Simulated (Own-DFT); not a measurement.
# What a defect does to the pressure of its cell: zincblende GaAs

The numbers are computed, not measured, by runs of the plane-wave DFT program Own-DFT (in-house, retired, unreviewed) at fixed positions, with no spin and no spin-orbit coupling.

All runs used: PBE; PseudoDojo norm-conserving scalar-relativistic files; cutoff 42 hartree; 3 x 3 x 3 k mesh centred on Gamma; Fermi-Dirac smearing of 0.1 eV.

Keep in mind (not all hold for every row): not probed for a lower state with spin; forces on such cells failed a check on a denser k mesh; forces not confirmed at this smearing and k mesh; forces on such cells passed a denser k mesh, each cell not checked; stress not checked against mesh or cutoff.

All runs share one cell, with vectors in Å (11.307, 0.000, 0.000); (0.000, 11.307, 0.000); (0.000, 0.000, 11.307) and a volume of 1445.4 Å³. u is the rms random offset of the atoms per axis. The defect's site can differ from row to row.

| cell | formula | u (Å) | P (GPa) |
|---|---|---|---|
| no defect | As32Ga32 | 0.0197 | 3.51 |
| no defect | As32Ga32 | 0.0482 | 4.02 |
| no defect | As32Ga32 | 0.0525 | 4.01 |
| one As on a Ga site and one Ga on an As site | As32Ga32 | 0.0282 | 3.92 |
| one As on a Ga site and one Ga on an As site | As32Ga32 | 0.0284 | 3.90 |
| one As on a Ga site and one Ga on an As site | As32Ga32 | 0.0512 | 4.30 |
| one P on an As site | As31Ga32P | 0.0293 | 3.36 |
| one P on an As site | As31Ga32P | 0.0294 | 3.35 |
| one P on an As site | As31Ga32P | 0.0315 | 3.34 |
| one P on an As site | As31Ga32P | 0.0315 | ? |
| one As on a Ga site | As33Ga31 | 0.0287 | 4.23 |
| one As on a Ga site | As33Ga31 | 0.0489 | 4.57 |
| one As on a Ga site | As33Ga31 | 0.0490 | 4.52 |
| one Al on a Ga site | AlAs32Ga31 | 0.0470 | 3.96 |
| one Al on a Ga site | AlAs32Ga31 | 0.0499 | 3.98 |
| one Al on a Ga site | AlAs32Ga31 | 0.0527 | 4.05 |

## Fit

P = P0 + c u² + a shift for each defect gives P0 = 3.45 GPa, c = 216 ± 13 GPa/Å² and a scatter of 0.04 GPa. The shifts, and each times the cell's volume:

- one As on a Ga site: 0.58 ± 0.03 GPa, 5.3 eV
- one As on a Ga site and one Ga on an As site: 0.28 ± 0.03 GPa, 2.6 eV
- one Al on a Ga site: 0.00 ± 0.03 GPa, 0.0 eV (not resolved)
- one P on an As site: -0.30 ± 0.03 GPa, -2.7 eV

A positive shift means that the defect pushes the cell outwards. Shift times volume (160.2 GPa Å³ is 1 eV) depends little on the cell's size, so, taken for each site, it can be compared between cells at like pressure. The atoms around the defects weren't relaxed, which would change these numbers.

## Check

The question: what pressure belongs in the blank (one P on an As site, u = 0.0315 Å)?

From the fit: 3.37 ± 0.04 GPa. The run itself gave 3.37 GPa.
